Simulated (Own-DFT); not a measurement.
GaP (zincblende, atoms displaced) (calculated)

All values are calculated (Own-DFT development build). A calculation, not a measurement: plane-wave PBE density functional theory by an unreviewed code, no spin, of a simulated periodic cell, stress positive in tension, free energy of the whole cell less one offset for each atom, forces on such cells passed a denser k mesh, this cell's mesh not checked; offsets are fitted by least squares, one for each functional and potential file, so energies compare only between cells with the same atoms and settings and are not formation energies; the far tail of each file's local potential was reset to the Coulomb form; each entry is a single point on an unrelaxed cell, so the pressure reflects the starting lattice, mostly measured values (interpolated for alloys), from which strain is counted, and rises with the displacements; printed positions are rounded, which can move forces by about a meV/angstrom; the program, named Own-DFT, is a retired in-house code; no spin-orbit coupling.

Common to all runs: functional PBE; potential files PseudoDojo norm-conserving, scalar-relativistic, standard set; wave cutoff 42 hartree; occupations Fermi-Dirac; smearing width 0.1 eV; hardware one NVIDIA H100; k mesh 3 x 3 x 3 centred on Gamma.

(1) 
```cif
# cell vector a (Å): 10.9010 0.0000 0.0000
# cell vector b (Å): 0.0000 10.9010 0.0000
# cell vector c (Å): 0.0000 0.0000 10.9010
data_GaP
_symmetry_space_group_name_H-M 'P 1'
_symmetry_Int_Tables_number 1
_cell_length_a 10.9010
_cell_length_b 10.9010
_cell_length_c 10.9010
_cell_angle_alpha 90.000
_cell_angle_beta 90.000
_cell_angle_gamma 90.000
_cell_volume 1295.39
loop_
_atom_site_label
_atom_site_type_symbol
_atom_site_fract_x
_atom_site_fract_y
_atom_site_fract_z
_atom_site_occupancy
Ga1 Ga 0.98019 0.01121 0.01227 1
Ga2 Ga 0.01344 0.25888 0.24933 1
Ga3 Ga 0.25704 0.98427 0.26610 1
Ga4 Ga 0.26613 0.24901 0.99965 1
P1 P 0.12910 0.14362 0.12261 1
P2 P 0.12360 0.37366 0.40865 1
P3 P 0.37069 0.13727 0.38449 1
P4 P 0.38427 0.34970 0.12667 1
Ga5 Ga 0.99428 0.01618 0.52077 1
Ga6 Ga 0.97570 0.24950 0.74922 1
Ga7 Ga 0.24801 0.01457 0.77514 1
Ga8 Ga 0.24329 0.24741 0.49606 1
P5 P 0.13687 0.11772 0.61762 1
P6 P 0.12513 0.37811 0.86057 1
P7 P 0.37865 0.11114 0.86941 1
P8 P 0.36665 0.38126 0.63550 1
Ga9 Ga 0.99930 0.50359 0.99688 1
Ga10 Ga 0.00776 0.77431 0.27515 1
Ga11 Ga 0.25603 0.49348 0.26697 1
Ga12 Ga 0.24273 0.71589 0.98366 1
P9 P 0.12200 0.62359 0.11143 1
P10 P 0.11938 0.87535 0.36621 1
P11 P 0.36721 0.63909 0.35957 1
P12 P 0.37541 0.85887 0.11197 1
Ga13 Ga 0.01825 0.51836 0.48308 1
Ga14 Ga 0.01794 0.75808 0.76460 1
Ga15 Ga 0.26878 0.48867 0.78265 1
Ga16 Ga 0.25911 0.74751 0.50236 1
P13 P 0.12005 0.62131 0.62753 1
P14 P 0.13269 0.88290 0.89083 1
P15 P 0.37613 0.60117 0.84878 1
P16 P 0.38634 0.84093 0.65866 1
Ga17 Ga 0.50391 0.01021 0.99762 1
Ga18 Ga 0.50009 0.25701 0.25034 1
Ga19 Ga 0.74398 0.00093 0.26551 1
Ga20 Ga 0.74056 0.24900 0.99435 1
P17 P 0.62121 0.13588 0.12281 1
P18 P 0.61505 0.36311 0.36782 1
P19 P 0.88039 0.13589 0.39093 1
P20 P 0.89194 0.37412 0.13939 1
Ga21 Ga 0.50361 0.99026 0.50525 1
Ga22 Ga 0.51932 0.26688 0.71937 1
Ga23 Ga 0.76525 0.99326 0.75505 1
Ga24 Ga 0.77245 0.24471 0.49363 1
P21 P 0.62588 0.13059 0.59923 1
P22 P 0.63617 0.37217 0.89144 1
P23 P 0.89555 0.14292 0.87008 1
P24 P 0.89449 0.39657 0.62414 1
Ga25 Ga 0.50942 0.51553 0.01605 1
Ga26 Ga 0.48701 0.74897 0.23301 1
Ga27 Ga 0.74448 0.47395 0.26111 1
Ga28 Ga 0.74647 0.74412 0.00512 1
P25 P 0.63445 0.61440 0.11220 1
P26 P 0.61410 0.89726 0.35069 1
P27 P 0.89415 0.63266 0.39949 1
P28 P 0.86363 0.86779 0.14401 1
Ga29 Ga 0.50372 0.51696 0.49914 1
Ga30 Ga 0.50330 0.75921 0.75235 1
Ga31 Ga 0.75631 0.48931 0.75340 1
Ga32 Ga 0.75159 0.73427 0.49398 1
P29 P 0.61673 0.63941 0.63688 1
P30 P 0.61112 0.90825 0.87593 1
P31 P 0.89066 0.63308 0.87353 1
P32 P 0.89214 0.86943 0.63665 1
_calc_free_energy_of_cell_above_offsets '-12.201'  # eV
_calc_pressure 8.19  # GPa
_calc_stress_xx -9.78  # GPa
_calc_stress_yy -7.94  # GPa
_calc_stress_zz -6.84  # GPa
_calc_stress_yz -0.09  # GPa
_calc_stress_xz -1.5  # GPa
_calc_stress_xy -1.07  # GPa
_calc_wall_time 530.5  # s
```

Force:
```csv
element,x (eV/Å),y (eV/Å),z (eV/Å)
Ga,1.51,-0.696,0.654
Ga,0.494,-0.611,1.782
Ga,0.7,1.668,-1.985
Ga,-1.558,-0.517,-1.963
P,0.243,-2.252,0.47
P,0.177,0.096,-4.078
P,1.143,-2.094,-1.005
P,-1.024,4.43,-0.513
Ga,-0.117,-1.697,-0.98
Ga,4.68,3.5,-4.273
Ga,-2.008,-2.642,-2.789
Ga,1.591,-0.088,2.293
P,-0.03,0.711,2.204
P,-1.134,-1.614,2.044
P,2.449,4.133,1.12
P,0.698,-0.315,-2.161
Ga,0.219,-1.082,-0.009
Ga,-4.579,-5.266,-4.978
Ga,-1.104,-1.023,-1.761
Ga,1.625,1.843,-0.586
P,-0.344,-0.607,3.3
P,4.395,4.157,6.014
P,1.309,-0.942,1.457
P,-1.253,1.735,-1.16
Ga,0.407,-0.947,3.242
Ga,0.422,-0.089,-0.746
Ga,-6.806,-5.574,-5.773
Ga,-1.203,0.16,1.099
P,2.185,0.865,0.988
P,-0.801,-0.194,0.518
P,7.464,7.991,6.372
P,-7.893,7.334,-7.314
Ga,-2.012,0.478,2.753
Ga,-0.112,-2.853,0.439
Ga,2.911,3.049,-2.322
Ga,3.052,-1.291,1.737
P,0.72,-1.146,0.904
P,1.12,1.449,3.294
P,2.627,-2.992,-4.274
P,-2.052,0.726,-1.713
Ga,-1.364,-0.131,0.301
Ga,-0.231,-0.656,1.644
Ga,-0.339,1.237,-0.62
Ga,-3.148,3.825,2.888
P,1.464,-0.402,1.709
P,-2.34,2.219,-2.862
P,-4.632,-4.215,4.085
P,-1.33,-1.143,-0.988
Ga,-3.522,-3.571,-2.97
Ga,2.367,-0.253,0.276
Ga,1.561,1.82,-1.1
Ga,0.913,1.488,-1.547
P,1.615,1.815,4.286
P,-2.422,-4.368,2.883
P,-2.456,0.672,-4.245
P,0.329,0.905,-0.757
Ga,-1.022,-0.678,-0.061
Ga,5.979,-3.904,6.195
Ga,-0.151,1.34,0.294
Ga,-1.209,2.32,1.458
P,2.321,-2.004,-1.051
P,3.026,-3.817,-1.383
P,-2.081,-0.29,0.144
P,-1.437,-0.003,-0.88
```

(2) 
```cif
# cell vector a (Å): 10.9010 0.0000 0.0000
# cell vector b (Å): 0.0000 10.9010 0.0000
# cell vector c (Å): 0.0000 0.0000 10.9010
data_GaP
_symmetry_space_group_name_H-M 'P 1'
_symmetry_Int_Tables_number 1
_cell_length_a 10.9010
_cell_length_b 10.9010
_cell_length_c 10.9010
_cell_angle_alpha 90.000
_cell_angle_beta 90.000
_cell_angle_gamma 90.000
_cell_volume 1295.39
loop_
_atom_site_label
_atom_site_type_symbol
_atom_site_fract_x
_atom_site_fract_y
_atom_site_fract_z
_atom_site_occupancy
Ga1 Ga 0.99144 0.99673 0.00727 1
Ga2 Ga 0.00240 0.25276 0.26049 1
Ga3 Ga 0.23923 0.99861 0.27318 1
Ga4 Ga 0.25917 0.22861 0.97671 1
P1 P 0.13890 0.12683 0.13744 1
P2 P 0.12501 0.37387 0.37510 1
P3 P 0.33572 0.13550 0.34451 1
P4 P 0.38257 0.38374 0.14326 1
Ga5 Ga 0.00254 0.02358 0.48469 1
Ga6 Ga 0.98637 0.25982 0.76818 1
Ga7 Ga 0.24529 0.01226 0.73560 1
Ga8 Ga 0.24168 0.24806 0.51981 1
P5 P 0.13490 0.13602 0.63018 1
P6 P 0.12225 0.36140 0.88200 1
P7 P 0.40935 0.11524 0.85380 1
P8 P 0.35034 0.39352 0.63054 1
Ga9 Ga 0.99968 0.50422 0.97075 1
Ga10 Ga 0.00570 0.77342 0.24452 1
Ga11 Ga 0.27151 0.48845 0.22709 1
Ga12 Ga 0.23388 0.74033 0.98958 1
P9 P 0.12477 0.61566 0.14273 1
P10 P 0.15353 0.87575 0.38718 1
P11 P 0.38351 0.63781 0.36681 1
P12 P 0.38132 0.87162 0.12066 1
Ga13 Ga 0.99030 0.48311 0.49631 1
Ga14 Ga 0.98458 0.74049 0.75792 1
Ga15 Ga 0.25291 0.50796 0.75449 1
Ga16 Ga 0.22884 0.74200 0.50013 1
P13 P 0.09521 0.62806 0.62258 1
P14 P 0.15392 0.89159 0.88526 1
P15 P 0.37499 0.58802 0.86477 1
P16 P 0.38544 0.87479 0.60856 1
Ga17 Ga 0.47855 0.96876 0.00716 1
Ga18 Ga 0.50925 0.24473 0.23807 1
Ga19 Ga 0.73753 0.99422 0.22996 1
Ga20 Ga 0.75877 0.25747 0.03507 1
P17 P 0.61874 0.13436 0.12966 1
P18 P 0.65995 0.37020 0.39043 1
P19 P 0.87888 0.13779 0.35546 1
P20 P 0.88754 0.39356 0.13574 1
Ga21 Ga 0.50291 0.99971 0.49917 1
Ga22 Ga 0.49177 0.26327 0.74795 1
Ga23 Ga 0.75724 0.99854 0.75276 1
Ga24 Ga 0.74824 0.25640 0.50364 1
P21 P 0.61879 0.13019 0.63478 1
P22 P 0.61463 0.37522 0.89618 1
P23 P 0.85108 0.09860 0.88344 1
P24 P 0.86224 0.36552 0.65476 1
Ga25 Ga 0.48404 0.50921 0.99917 1
Ga26 Ga 0.50298 0.75943 0.24070 1
Ga27 Ga 0.72818 0.49298 0.25881 1
Ga28 Ga 0.73886 0.74467 0.99303 1
P25 P 0.63966 0.64302 0.13461 1
P26 P 0.61060 0.87169 0.38104 1
P27 P 0.88763 0.61319 0.35734 1
P28 P 0.89018 0.88836 0.10942 1
Ga29 Ga 0.50067 0.49728 0.50438 1
Ga30 Ga 0.48607 0.74771 0.75068 1
Ga31 Ga 0.75881 0.49702 0.77693 1
Ga32 Ga 0.74412 0.76129 0.49609 1
P29 P 0.63921 0.61462 0.60587 1
P30 P 0.62072 0.90279 0.88363 1
P31 P 0.87510 0.62697 0.86481 1
P32 P 0.86543 0.88666 0.60797 1
_calc_free_energy_of_cell_above_offsets '-11.910'  # eV
_calc_pressure 7.56  # GPa
_calc_stress_xx -6.83  # GPa
_calc_stress_yy -8.46  # GPa
_calc_stress_zz -7.4  # GPa
_calc_stress_yz 2.09  # GPa
_calc_stress_xz 0.78  # GPa
_calc_stress_xy -0.83  # GPa
_calc_wall_time 571.4  # s
```

Force:
```csv
element,x (eV/Å),y (eV/Å),z (eV/Å)
Ga,4.864,4.202,-3.395
Ga,1.71,1.409,-2.182
Ga,-0.177,-2.107,-4.956
Ga,0.712,-0.232,1.404
P,-1.452,-0.113,-1.589
P,1.24,0.318,0.76
P,5.405,4.405,4.066
P,4.869,-5.317,-5.649
Ga,0.455,-0.863,0.731
Ga,0.404,-2.842,0.25
Ga,2.653,-1.817,0.792
Ga,1.61,2.083,-3.454
P,-4.501,-0.848,0.969
P,1.158,1.06,-0.428
P,-2.882,-1.009,1.722
P,2.795,-2.244,-1.995
Ga,0.7,-0.244,3.13
Ga,0.444,-1.192,1.083
Ga,-5.417,5.424,5.765
Ga,1.498,-1.607,1.463
P,-0.364,0.822,-2.338
P,-5.233,0.121,-0.39
P,-1.053,-1.699,0.541
P,-5.253,-3.053,3.722
Ga,-0.379,0.31,0.531
Ga,2.179,3.995,-2.318
Ga,-5.957,-1.154,-1.952
Ga,2.837,-2.017,1.817
P,1.734,-0.997,0.296
P,-2.786,0.132,-1.148
P,1.01,6.121,1.3
P,-2.493,-0.916,1.482
Ga,3.213,5.236,-3.242
Ga,-1.986,1.713,3.365
Ga,0.589,-0.108,1.54
Ga,-0.08,0.031,-1.549
P,0.94,-2.794,-2.395
P,-6.108,1.497,-1.849
P,-2.517,-2.091,1.861
P,-0.402,-0.282,-0.737
Ga,-0.45,2.153,-0.458
Ga,1.009,1.676,-0.702
Ga,-2.093,-1.053,-2.897
Ga,2.684,-4.007,3.34
P,0.509,0.085,-1.203
P,1.177,0.004,-0.407
P,2.974,4.094,2.374
P,0.195,0.805,-2.594
Ga,2.775,-1.297,3.104
Ga,-0.017,-0.341,0.67
Ga,2.617,2.105,-1.94
Ga,1.236,1.784,-0.825
P,-1.675,-2.008,-0.124
P,1.568,0.941,-1.691
P,-1.147,1.637,0.721
P,-4.613,-4.662,3.713
Ga,-0.323,0.088,-0.993
Ga,1.416,-0.195,-0.341
Ga,-3.225,-1.138,-1.798
Ga,0.873,-1.632,-0.892
P,-0.244,0.577,2.784
P,0.754,-3.436,-1.074
P,-1.411,0.488,3.078
P,1.434,-0.002,1.132
```

(3) 
```cif
# cell vector a (Å): 10.9010 0.0000 0.0000
# cell vector b (Å): 0.0000 10.9010 0.0000
# cell vector c (Å): 0.0000 0.0000 10.9010
data_GaP
_symmetry_space_group_name_H-M 'P 1'
_symmetry_Int_Tables_number 1
_cell_length_a 10.9010
_cell_length_b 10.9010
_cell_length_c 10.9010
_cell_angle_alpha 90.000
_cell_angle_beta 90.000
_cell_angle_gamma 90.000
_cell_volume 1295.39
loop_
_atom_site_label
_atom_site_type_symbol
_atom_site_fract_x
_atom_site_fract_y
_atom_site_fract_z
_atom_site_occupancy
Ga1 Ga 0.00854 0.00809 0.97849 1
Ga2 Ga 0.98061 0.22958 0.27362 1
Ga3 Ga 0.24190 0.00666 0.25985 1
Ga4 Ga 0.25669 0.25545 0.00060 1
P1 P 0.12610 0.13390 0.12160 1
P2 P 0.10883 0.38016 0.39422 1
P3 P 0.36713 0.13483 0.34697 1
P4 P 0.37100 0.38758 0.11948 1
Ga5 Ga 0.98233 0.01003 0.49093 1
Ga6 Ga 0.01467 0.26335 0.72292 1
Ga7 Ga 0.27234 0.01358 0.75486 1
Ga8 Ga 0.25102 0.24555 0.49443 1
P5 P 0.12492 0.10062 0.62068 1
P6 P 0.13784 0.35966 0.87391 1
P7 P 0.38194 0.12816 0.89497 1
P8 P 0.38835 0.37031 0.64507 1
Ga9 Ga 0.00734 0.50315 0.01558 1
Ga10 Ga 0.98421 0.73875 0.24507 1
Ga11 Ga 0.23992 0.51591 0.26890 1
Ga12 Ga 0.27073 0.75434 0.01737 1
P9 P 0.10998 0.63152 0.12714 1
P10 P 0.13342 0.84884 0.38575 1
P11 P 0.39231 0.60781 0.37580 1
P12 P 0.38664 0.88825 0.15200 1
Ga13 Ga 0.97745 0.50616 0.48765 1
Ga14 Ga 0.97673 0.74919 0.76454 1
Ga15 Ga 0.23631 0.50320 0.75371 1
Ga16 Ga 0.27839 0.74289 0.51071 1
P13 P 0.12421 0.61426 0.63271 1
P14 P 0.13717 0.88383 0.84980 1
P15 P 0.38630 0.62981 0.86820 1
P16 P 0.38484 0.87938 0.61623 1
Ga17 Ga 0.49090 0.99970 0.97094 1
Ga18 Ga 0.52271 0.26583 0.25557 1
Ga19 Ga 0.75466 0.98724 0.24966 1
Ga20 Ga 0.75136 0.24278 0.00618 1
P17 P 0.62456 0.11240 0.11750 1
P18 P 0.62658 0.37214 0.35670 1
P19 P 0.88169 0.12031 0.35941 1
P20 P 0.85266 0.36563 0.10337 1
Ga21 Ga 0.51745 0.01418 0.52600 1
Ga22 Ga 0.49512 0.26521 0.76391 1
Ga23 Ga 0.77054 0.99359 0.75347 1
Ga24 Ga 0.76488 0.25169 0.50603 1
P21 P 0.62240 0.13962 0.60967 1
P22 P 0.60596 0.36066 0.88409 1
P23 P 0.88134 0.11918 0.88318 1
P24 P 0.90415 0.40441 0.61327 1
Ga25 Ga 0.51642 0.49765 0.99418 1
Ga26 Ga 0.49326 0.74725 0.27420 1
Ga27 Ga 0.74812 0.48365 0.26138 1
Ga28 Ga 0.73165 0.73892 0.00031 1
P25 P 0.64090 0.61955 0.15078 1
P26 P 0.64419 0.85954 0.36671 1
P27 P 0.88720 0.64457 0.38236 1
P28 P 0.88797 0.87127 0.11746 1
Ga29 Ga 0.47997 0.52020 0.49617 1
Ga30 Ga 0.50071 0.76015 0.76198 1
Ga31 Ga 0.76463 0.49388 0.77370 1
Ga32 Ga 0.73646 0.74858 0.50541 1
P29 P 0.62727 0.63202 0.61398 1
P30 P 0.62544 0.87628 0.87704 1
P31 P 0.85928 0.61261 0.87014 1
P32 P 0.88302 0.87329 0.60821 1
_calc_free_energy_of_cell_above_offsets '-11.932'  # eV
_calc_pressure 7.73  # GPa
_calc_stress_xx -7.15  # GPa
_calc_stress_yy -8.73  # GPa
_calc_stress_zz -7.32  # GPa
_calc_stress_yz 2.28  # GPa
_calc_stress_xz -1.94  # GPa
_calc_stress_xy -2.5  # GPa
_calc_wall_time 543.1  # s
```

Force:
```csv
element,x (eV/Å),y (eV/Å),z (eV/Å)
Ga,2.201,-1.816,2.107
Ga,7.037,7.736,-6.899
Ga,-1.506,-1.531,-0.727
Ga,-0.149,-0.169,1.707
P,-0.742,-0.611,0.55
P,1.078,-0.873,-1.728
P,2.161,1.218,2.646
P,0.703,0.397,1.083
Ga,2.67,-1.874,0.517
Ga,0.432,-1.538,1.058
Ga,-0.627,-0.646,-1.13
Ga,0.192,-0.159,0.723
P,0.417,2.095,-0.271
P,-1.686,1.591,-0.212
P,-2.233,2.713,-3.256
P,-3.156,2.385,-3.52
Ga,-1.315,-2.322,-1.89
Ga,1.782,2.32,-0.559
Ga,-0.967,-1.641,-1.554
Ga,-0.61,0.385,-0.765
P,2.847,0.301,0.381
P,-0.652,1.489,-0.837
P,-5.807,4.491,-4.66
P,-0.295,-0.651,-1.718
Ga,4.493,3.783,-3.061
Ga,2.081,0.468,-1.533
Ga,2.01,-0.939,0.806
Ga,-2.193,-0.971,-0.442
P,-0.917,1.905,-1.304
P,-0.606,-1.354,2.177
P,-1.078,-0.921,1.438
P,0.858,0.993,1.856
Ga,2.868,-2.817,4.4
Ga,-4.667,-4.442,-4.824
Ga,-0.003,0.257,-1.852
Ga,-2.471,-2.961,-2.312
P,-0.234,0.244,0.72
P,1.741,1.88,7.038
P,-7.236,-5.24,5.133
P,3.835,3.179,3.91
Ga,-2.767,-3.373,-4.552
Ga,0.113,-3.761,-1.125
Ga,-0.785,0.238,-0.734
Ga,0.07,1.053,-0.987
P,2.972,2.577,4.364
P,5.051,0.898,0.645
P,-1.536,2.672,-2.542
P,-5.352,-5.174,5.579
Ga,-1.591,2.088,2.057
Ga,1.6,0.882,-2.09
Ga,3.196,1.889,-1.609
Ga,1.186,0.396,0.976
P,-2.119,0.713,-1.64
P,-1.84,1.714,0.958
P,-3.528,-1.524,0.45
P,-0.934,0.542,-0.934
Ga,5.849,-6.032,7.05
Ga,0.349,-0.22,-2.14
Ga,-4.38,-4.359,-4.77
Ga,2.583,0.952,-0.696
P,-1.61,-2.243,2.811
P,1.019,0.105,-0.529
P,3.58,4.271,4.748
P,-1.381,-0.657,1.515
```

(4) 
```cif
# cell vector a (Å): 10.9010 0.0000 0.0000
# cell vector b (Å): 0.0000 10.9010 0.0000
# cell vector c (Å): 0.0000 0.0000 10.9010
data_GaP
_symmetry_space_group_name_H-M 'P 1'
_symmetry_Int_Tables_number 1
_cell_length_a 10.9010
_cell_length_b 10.9010
_cell_length_c 10.9010
_cell_angle_alpha 90.000
_cell_angle_beta 90.000
_cell_angle_gamma 90.000
_cell_volume 1295.39
loop_
_atom_site_label
_atom_site_type_symbol
_atom_site_fract_x
_atom_site_fract_y
_atom_site_fract_z
_atom_site_occupancy
Ga1 Ga 0.98765 0.00316 0.00227 1
Ga2 Ga 0.01589 0.22357 0.23539 1
Ga3 Ga 0.27576 0.00475 0.23675 1
Ga4 Ga 0.22331 0.26362 0.98568 1
P1 P 0.13984 0.12169 0.12587 1
P2 P 0.12052 0.37020 0.37668 1
P3 P 0.37809 0.15701 0.37978 1
P4 P 0.36712 0.36867 0.12322 1
Ga5 Ga 0.01704 0.99708 0.50308 1
Ga6 Ga 0.01226 0.26243 0.75069 1
Ga7 Ga 0.26124 0.03036 0.75527 1
Ga8 Ga 0.24453 0.24418 0.47739 1
P5 P 0.12490 0.11968 0.62946 1
P6 P 0.12511 0.36642 0.89810 1
P7 P 0.37320 0.10428 0.88982 1
P8 P 0.34196 0.37128 0.59808 1
Ga9 Ga 0.00197 0.50450 0.01781 1
Ga10 Ga 0.99903 0.75772 0.25852 1
Ga11 Ga 0.24759 0.50380 0.24008 1
Ga12 Ga 0.24213 0.77928 0.98943 1
P9 P 0.12159 0.62136 0.12742 1
P10 P 0.12022 0.88341 0.38544 1
P11 P 0.38238 0.63480 0.35443 1
P12 P 0.36080 0.88880 0.12403 1
Ga13 Ga 0.00504 0.50799 0.50430 1
Ga14 Ga 0.00724 0.75721 0.76611 1
Ga15 Ga 0.25776 0.51633 0.75581 1
Ga16 Ga 0.24278 0.74681 0.46522 1
P13 P 0.12059 0.64832 0.61860 1
P14 P 0.11174 0.85713 0.85702 1
P15 P 0.39625 0.63353 0.90166 1
P16 P 0.36510 0.86904 0.62757 1
Ga17 Ga 0.47198 0.97425 0.00935 1
Ga18 Ga 0.51134 0.24915 0.25037 1
Ga19 Ga 0.75675 0.97644 0.25200 1
Ga20 Ga 0.77049 0.25449 0.97304 1
P17 P 0.62274 0.12078 0.13232 1
P18 P 0.61787 0.34705 0.39112 1
P19 P 0.85866 0.15277 0.38349 1
P20 P 0.88138 0.37532 0.13530 1
Ga21 Ga 0.49899 0.00753 0.49892 1
Ga22 Ga 0.50436 0.23292 0.73500 1
Ga23 Ga 0.75045 0.00040 0.74655 1
Ga24 Ga 0.73676 0.24053 0.48898 1
P21 P 0.64510 0.13182 0.62173 1
P22 P 0.61837 0.36988 0.88616 1
P23 P 0.88131 0.12607 0.84214 1
P24 P 0.85403 0.36865 0.64378 1
Ga25 Ga 0.46443 0.49575 0.98391 1
Ga26 Ga 0.49500 0.75202 0.27761 1
Ga27 Ga 0.75391 0.52802 0.25861 1
Ga28 Ga 0.75211 0.75304 0.99794 1
P25 P 0.64833 0.65295 0.12955 1
P26 P 0.62580 0.86497 0.39437 1
P27 P 0.88021 0.62639 0.40180 1
P28 P 0.91001 0.86625 0.14760 1
Ga29 Ga 0.48676 0.48037 0.50115 1
Ga30 Ga 0.49575 0.74445 0.73915 1
Ga31 Ga 0.75858 0.51759 0.75811 1
Ga32 Ga 0.74759 0.75456 0.52802 1
P29 P 0.61673 0.63882 0.64373 1
P30 P 0.62142 0.85908 0.88496 1
P31 P 0.84739 0.63405 0.86474 1
P32 P 0.89053 0.88471 0.63468 1
_calc_free_energy_of_cell_above_offsets '-7.774'  # eV
_calc_pressure 9.13  # GPa
_calc_stress_xx -9.27  # GPa
_calc_stress_yy -9.43  # GPa
_calc_stress_zz -8.68  # GPa
_calc_stress_yz 0.51  # GPa
_calc_stress_xz -1.23  # GPa
_calc_stress_xy 2.12  # GPa
_calc_wall_time 543.3  # s
```

Force:
```csv
element,x (eV/Å),y (eV/Å),z (eV/Å)
Ga,0.996,-0.046,-0.733
Ga,-2.615,2.842,2.336
Ga,-3.014,3.637,4.799
Ga,8.405,-7.917,6.889
P,0.218,-1.316,-2.117
P,-0.704,1.003,-1.372
P,2.279,-4.731,-2.292
P,0.217,-0.082,0.047
Ga,-3.005,1.954,1.011
Ga,-0.269,0.196,-0.926
Ga,-1.589,-3.314,-2.278
Ga,-3.619,0.313,2.412
P,0.647,1.864,-0.542
P,-6.604,8.546,-7.544
P,0.97,3.796,0.515
P,1.499,0.815,3.679
Ga,-1.784,-0.611,-1.369
Ga,3.297,-4.784,4.186
Ga,0.247,-1.068,0.83
Ga,-0.015,-2.364,1.064
P,0.817,2.718,0.235
P,1.705,-0.144,-3.497
P,-3.982,-5.299,3.187
P,-0.023,-6.956,1.582
Ga,0.263,-2.079,1.446
Ga,-6.757,-6.007,-5.531
Ga,-0.565,-0.236,-0.363
Ga,1.131,-0.163,2.435
P,0.907,-1.49,0.57
P,5.88,8.039,5.624
P,-4.586,6.575,-5.003
P,-0.138,1.065,-0.756
Ga,6.151,2.858,-2.78
Ga,-0.695,0.248,-1.49
Ga,-0.669,1.486,0.608
Ga,-0.499,-0.076,1.927
P,0.871,-1.509,-1.549
P,-1.412,5.386,-2.119
P,5.113,-4.923,-3.65
P,-0.608,-0.475,-0.392
Ga,-0.12,-0.105,0.82
Ga,-0.946,1.427,1.244
Ga,-0.834,-1.341,0.372
Ga,1.112,2.039,3.791
P,-2.326,-2.526,0.928
P,-0.695,0.841,-1.519
P,0.463,-0.206,2.83
P,1.433,0.69,-1.35
Ga,4.714,-6.655,4.489
Ga,4.378,3.688,-4.376
Ga,0.288,-1.72,0.258
Ga,1.651,1.339,0.669
P,-3.288,-1.743,1.769
P,0.231,1.366,-0.646
P,-1.253,1.498,-1.45
P,-5.118,4.185,-5.308
Ga,1.048,1.438,-0.256
Ga,-2.134,2.467,2.7
Ga,-4.025,-4.365,-2.741
Ga,1.01,-0.01,-0.212
P,2.06,-4.214,-3.005
P,-0.927,2.368,-1.193
P,5.793,2.488,3.45
P,-0.98,-0.695,-0.342
```
